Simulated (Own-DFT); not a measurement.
# Response to strain: wurtzite AlN, 72 atoms (Al36N36)

All numbers below are calculated, not measured. The program, named Own-DFT, is a retired in-house plane-wave density functional code that no person has reviewed. Each row is one single-point run on a periodic cell that was not relaxed, without spin or spin-orbit coupling.

Settings of every run: PBE; PseudoDojo norm-conserving scalar-relativistic files; cutoff 42 hartree; 4 x 4 x 3 k mesh centred on Gamma; Gaussian smearing of 0.01 eV.

Known limits: k mesh not checked against a denser one; stress not checked against mesh or cutoff.

Unstrained cell vectors in Å: (9.336, 0.000, 0.000); (-4.668, 8.085, 0.000); (0.000, 0.000, 9.964). The unstrained cell has measured lattice constants (interpolated for alloys), not those of this functional. That, the random moves and any unrelaxed bonds set the pressure at no strain. Each run strains this cell uniformly, with the atoms carried along. Every atom was also moved at random, by a Gaussian of width 0.05 Å on each axis. Strain is the symmetric tensor, in per cent. Stress is positive in tension, and the pressure is minus a third of its trace.

| run | e_xx (%) | e_yy (%) | e_zz (%) | e_yz (%) | e_xz (%) | e_xy (%) | s_xx (GPa) | s_yy (GPa) | s_zz (GPa) | s_yz (GPa) | s_xz (GPa) | s_xy (GPa) | P (GPa) | E (meV/atom) |
|---|---|---|---|---|---|---|---|---|---|---|---|---|---|---|
| 1 | 1.94 | 1.03 | -0.98 | -1.49 | -0.45 | 0.02 | 1.34 | 0.09 | -5.50 | -3.77 | -0.96 | -0.05 | 1.36 | 2.6 |
| 2 | -1.19 | 1.58 | -1.72 | -1.49 | 0.18 | 0.12 | -9.76 | -0.94 | -13.26 | -4.28 | 0.59 | 0.69 | 7.99 | 3.2 |
| 3 | -0.74 | -0.68 | -0.56 | 0.94 | 1.25 | 1.84 | -10.98 | -11.64 | -7.77 | 1.37 | 4.52 | 5.79 | 10.13 | 17.7 |
| 4 | -0.11 | 1.87 | -1.15 | 1.21 | 1.28 | 1.02 | -6.67 | 1.89 | -10.19 | 4.11 | 3.02 | 3.81 | 4.99 | 20.9 |
| 5 | -0.99 | -0.65 | -1.46 | 0.14 | -1.53 | 1.83 | -13.18 | -10.07 | -16.40 | -0.22 | -3.33 | 8.23 | 13.22 | 40.0 |
| 6 | 0.68 | -1.58 | 1.36 | 0.40 | 0.71 | 0.28 | -4.76 | -11.36 | 0.13 | 0.59 | 2.20 | 0.82 | 5.33 | 12.0 |
| 7 | 0.80 | -0.53 | 1.04 | 1.97 | 1.41 | -0.59 | -3.43 | -6.67 | 0.50 | 3.67 | 3.53 | -2.02 | 3.20 | 17.3 |
| 8 | -1.20 | -0.98 | 0.10 | 1.09 | 1.59 | 1.63 | -15.76 | -10.12 | -8.03 | 1.92 | 5.31 | 8.47 | 11.30 | 41.2 |
| 9 | 0.83 | 0.99 | 1.87 | 1.78 | -1.06 | 1.31 | -1.89 | 2.30 | 3.31 | 4.27 | -3.22 | 4.05 | -1.24 | 9.9 |
| 10 | -0.68 | -0.76 | 1.08 | 1.46 | 1.95 | -1.24 | -9.95 | -8.01 | -3.22 | 2.93 | 4.59 | -4.68 | 7.06 | 33.1 |
| 11 | 1.12 | 1.85 | 0.15 | 0.76 | -0.21 | 0.38 | 2.38 | 1.55 | -1.81 | 1.45 | -0.69 | 1.52 | -0.71 | 3.3 |
| 12 | 1.50 | -0.68 | -0.89 | -0.48 | -1.77 | 0.93 | -1.08 | -10.68 | -8.04 | -1.62 | -4.14 | 3.65 | 6.60 | 34.8 |
| 13 | 1.47 | 0.02 | -0.79 | -0.13 | 0.66 | -1.91 | 0.93 | -4.51 | -9.46 | -0.21 | 2.22 | -7.24 | 4.34 | 13.4 |
| 14 | 0.18 | 0.60 | 0.96 | 1.15 | 1.15 | 1.59 | -2.81 | -4.16 | 0.43 | 2.17 | 2.88 | 6.59 | 2.18 | 0.1 |
| 15 | -1.43 | -1.33 | -1.60 | 0.94 | 1.88 | -1.76 | -14.63 | -17.29 | -17.38 | 2.57 | 6.10 | -7.14 | 16.43 | 58.0 |
| 16 | 1.73 | 1.29 | -0.32 | 0.99 | 1.77 | -0.33 | 2.19 | 2.82 | -5.06 | 1.54 | 5.13 | -0.74 | 0.02 | 0.0 |
| 17 | -0.36 | 1.48 | -1.14 | 1.91 | 0.24 | -1.48 | -6.35 | -3.13 | -9.38 | 5.48 | 0.81 | -4.71 | 6.29 | 27.7 |
| 18 | 0.56 | -1.48 | -1.86 | -1.94 | 0.45 | -1.80 | ? | ? | ? | ? | ? | ? | ? | ? |

E is the free energy for each atom above the lowest run shown.

## Worked fit

Each stress component was fitted by least squares to a constant and the strains of the runs shown, as fractions, with shears doubled. Shear strains stay in the fit of a normal stress only where such slopes are resolved. The slopes, in GPa:

```
stress,at no strain,per e_xx,per e_yy,per e_zz,scatter
s_xx,-6.7,449 ± 32,134 ± 30,44 ± 31,1.30
s_yy,-6.2,93 ± 40,463 ± 38,119 ± 39,1.64
s_zz,-5.9,131 ± 33,98 ± 31,465 ± 32,1.35
```

Each shear stress against twice its own strain: yz 134 ± 10, xz 137 ± 5, xy 194 ± 11 GPa. These are stiffnesses along x, y and z of the frame in which the cell vectors are given, which need not be the crystal's axes. The atoms are held to the strained lattice; where symmetry lets them move under strain, relaxing them would lower some slopes. The table should be nearly symmetric about its diagonal, and what it lacks of that shows the noise. A ninth of its sum, 222 ± 5 GPa, estimates the bulk modulus near the mean pressure of these runs, 5.8 GPa, so it lies above the value at zero pressure.

## Withheld run

Question: what normal stresses and pressure should run 18 give?

The fit gives s_xx = -7.0, s_yy = -14.7, s_zz = -15.3 and P = 12.3 GPa. The calculation gave -6.46, -15.29, -16.81 and P = 12.85 GPa.
